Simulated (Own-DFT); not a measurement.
# Response to strain: grey tin, 32 atoms (Sn32)

These are calculations, not measurements. The program, named Own-DFT, is a retired in-house plane-wave density functional code that no person has reviewed. Each row is one single-point run on a periodic cell that was not relaxed, without spin or spin-orbit coupling.

Settings of every run: PBE; PseudoDojo norm-conserving scalar-relativistic files; cutoff 42 hartree; 3 x 3 x 5 k mesh centred on Gamma; cold (Marzari-Vanderbilt) smearing of 0.2 eV.

Known limits: forces on such cells failed a check on a denser k mesh; stress not checked against mesh or cutoff.

Unstrained cell vectors in Å: (12.978, 0.000, 0.000); (0.000, 12.978, 0.000); (0.000, 0.000, 6.489). The unstrained cell has measured lattice constants (interpolated for alloys), not those of this functional. That, the random moves and any unrelaxed bonds set the pressure at no strain. Each run strains this cell uniformly, with the atoms carried along. Every atom was also moved at random, by a Gaussian of width 0.05 Å on each axis. Strain is the symmetric tensor, in per cent. Stress is positive in tension, and the pressure is minus a third of its trace.

| run | e_xx (%) | e_yy (%) | e_zz (%) | e_yz (%) | e_xz (%) | e_xy (%) | s_xx (GPa) | s_yy (GPa) | s_zz (GPa) | s_yz (GPa) | s_xz (GPa) | s_xy (GPa) | P (GPa) | E (meV/atom) |
|---|---|---|---|---|---|---|---|---|---|---|---|---|---|---|
| 1 | -0.60 | 1.72 | -1.98 | -1.07 | -0.35 | -0.03 | -4.18 | -3.52 | -4.55 | -1.26 | -0.60 | -0.04 | 4.09 | 28.5 |
| 2 | 1.33 | -1.05 | -1.63 | 1.50 | 0.31 | -0.05 | -4.00 | -4.67 | -4.90 | 2.07 | 1.03 | -0.73 | 4.52 | 49.3 |
| 3 | 0.71 | 1.74 | -1.07 | -0.17 | 1.28 | 0.28 | -2.87 | -2.56 | -3.36 | 0.41 | 1.33 | -0.04 | 2.93 | 13.5 |
| 4 | 0.96 | -1.15 | -0.17 | 0.11 | -1.60 | 0.17 | -3.55 | -4.07 | -3.87 | 0.15 | -1.66 | -0.01 | 3.83 | 24.5 |
| 5 | 1.94 | 0.23 | -0.66 | 1.61 | 0.24 | -0.14 | -2.48 | -3.04 | -3.26 | 1.97 | 0.03 | -0.16 | 2.93 | 15.3 |
| 6 | 0.11 | -0.32 | -0.77 | -0.08 | 1.57 | 1.93 | -4.48 | -4.40 | -4.55 | -0.29 | 2.10 | 2.25 | 4.48 | 56.7 |
| 7 | -0.57 | 0.88 | 1.95 | 0.93 | 0.40 | -0.55 | -3.00 | -2.54 | -2.19 | 0.93 | 0.77 | -0.54 | 2.58 | 16.0 |
| 8 | 0.68 | -1.02 | -0.87 | 0.66 | -1.08 | 0.64 | -3.88 | -4.51 | -4.46 | 0.68 | -1.23 | 1.07 | 4.28 | 30.5 |
| 9 | 0.95 | -1.66 | 1.68 | -0.59 | 0.08 | 1.39 | -3.19 | -3.82 | -2.94 | -1.07 | -0.18 | 1.65 | 3.32 | 32.5 |
| 10 | -0.70 | 1.35 | -0.96 | 1.00 | 0.40 | 1.09 | -3.95 | -3.27 | -3.89 | 0.68 | 1.22 | 0.36 | 3.70 | 19.5 |
| 11 | 0.83 | 0.52 | 1.42 | 0.33 | 0.91 | -0.20 | -2.27 | -2.35 | -2.07 | -0.11 | 0.32 | -0.20 | 2.23 | 2.2 |
| 12 | 0.55 | -1.45 | -1.74 | -0.76 | -0.42 | -1.85 | -4.78 | -5.41 | -5.44 | -0.92 | -0.50 | -2.54 | 5.21 | 53.3 |
| 13 | -1.92 | 0.84 | -0.20 | -0.51 | -1.04 | -1.46 | -4.84 | -4.10 | -4.35 | -0.94 | -1.32 | -2.18 | 4.43 | 40.0 |
| 14 | 1.69 | 0.08 | -0.05 | 0.06 | 0.54 | -0.63 | -2.44 | -2.97 | -2.93 | -0.56 | 0.21 | -1.10 | 2.78 | 12.8 |
| 15 | -1.89 | 1.44 | -0.39 | 0.38 | -0.80 | -0.66 | -4.62 | -3.72 | -4.20 | 0.62 | -1.22 | -1.31 | 4.18 | 38.6 |
| 16 | 1.66 | 1.16 | 1.56 | 0.92 | -0.91 | 1.06 | -1.56 | -1.69 | -1.58 | 1.03 | -1.20 | 0.83 | 1.61 | 0.0 |
| 17 | -0.70 | -0.26 | -0.20 | 0.24 | 1.18 | -1.74 | -4.34 | -4.18 | -4.31 | 0.43 | 1.43 | -2.03 | 4.28 | 32.9 |
| 18 | 1.96 | 0.81 | 0.07 | 1.53 | 0.83 | 0.58 | ? | ? | ? | ? | ? | ? | ? | ? |

E is the free energy for each atom above the lowest run shown.

## Worked fit

Each stress component was fitted by least squares to a constant and the strains of the runs shown, as fractions, with shears doubled. Shear strains stay in the fit of a normal stress only where such slopes are resolved. The slopes, in GPa:

```
stress,at no strain,per e_xx,per e_yy,per e_zz,scatter
s_xx,-3.8,72 ± 3,45 ± 3,40 ± 3,0.14
s_yy,-3.7,42 ± 3,73 ± 3,42 ± 2,0.11
s_zz,-3.7,43 ± 2,47 ± 3,70 ± 2,0.11
```

Each shear stress against twice its own strain: yz 62 ± 6, xz 59 ± 4, xy 59 ± 5 GPa. These are stiffnesses along x, y and z of the frame in which the cell vectors are given, which need not be the crystal's axes. The atoms are held to the strained lattice; where symmetry lets them move under strain, relaxing them would lower some slopes. The table should be nearly symmetric about its diagonal, and what it lacks of that shows the noise. A ninth of its sum, 53 ± 2 GPa, estimates the bulk modulus near the mean pressure of these runs, 3.6 GPa, so it lies above the value at zero pressure.

## Withheld run

Question: what normal stresses and pressure should run 18 give?

The fit gives s_xx = -2.0, s_yy = -2.3, s_zz = -2.5 and P = 2.2 GPa. The calculation gave -2.12, -2.39, -2.66 and P = 2.39 GPa.
